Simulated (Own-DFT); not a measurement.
# Energy and forces against displacement in monoclinic HfO2, 96 atoms (Hf32O64)

All numbers below are calculated, not measured. The program, named Own-DFT, is a retired in-house plane-wave density functional code that no person has reviewed. Each row is one single-point run on a periodic cell that was not relaxed, without spin or spin-orbit coupling.

Settings of every run: PBE; PseudoDojo norm-conserving scalar-relativistic files; cutoff 72 hartree; 2 x 2 x 2 k mesh centred on Gamma; Fermi-Dirac smearing of 0.1 eV.

Known limits, some of them of some rows only: some atoms lie very close together; hafnium file: forces about 75 meV/angstrom off all-electron values; oxygen file: force components 24 meV/angstrom off all-electron in a glass; forces on such cells passed a denser k mesh, each cell not checked; stress not checked against mesh or cutoff.

Cell vectors in Å: (10.234, 0.000, 0.000); (0.000, 10.350, 0.000); (-1.696, 0.000, 10.445). In each run every atom was moved at random and independently from its ideal site; u is the rms move along one axis. E is the free energy for each atom above the fitted value at u = 0, and F the rms of the force components.

```
run,u (Å),E (meV/atom),F (eV/Å),largest force (eV/Å),P (GPa)
1,0.0191,10.7,0.475,1.93,3.99
2,0.0203,9.8,0.447,1.53,4.09
3,0.0214,11.7,0.465,2.22,3.76
4,0.0478,60.7,1.088,4.58,5.53
5,0.0478,55.9,1.045,4.73,5.88
6,0.0508,70.5,1.182,4.85,6.18
7,0.0756,?,?,?,?
8,0.0857,193.2,1.978,7.86,10.36
9,0.1173,372.7,3.044,13.95,15.87
10,0.1353,490.5,3.908,23.13,20.42
```

## Worked fit

For small independent moves the energy grows as E = (3/2) K u², with K the mean stiffness felt by one atom. The runs with u up to 0.11 Å give K = 17.4 ± 0.5 eV/Å², with residuals divided by u² + 0.0006 Å², since the noise grows with the moves. The scatter is 3.2 meV/atom at u = 0.05 Å. The forces follow F = G u with G = 22.8 eV/Å²; no force at u = 0 is resolved. G exceeds K because the moves of its neighbours add to the force on an atom, and stiffness differs between atoms. The pressure follows P = 3.60 + 927 u² GPa: at fixed volume, shortened bonds push harder than stretched ones pull.

## Withheld run

Question: what energy and rms force should run 7 give?

The fit gives 149 ± 8 meV/atom and about 1.72 eV/Å. The calculation gave 126.1 meV/atom and 1.532 eV/Å. This run lies off the fit, by chance or by something that the fit leaves out.
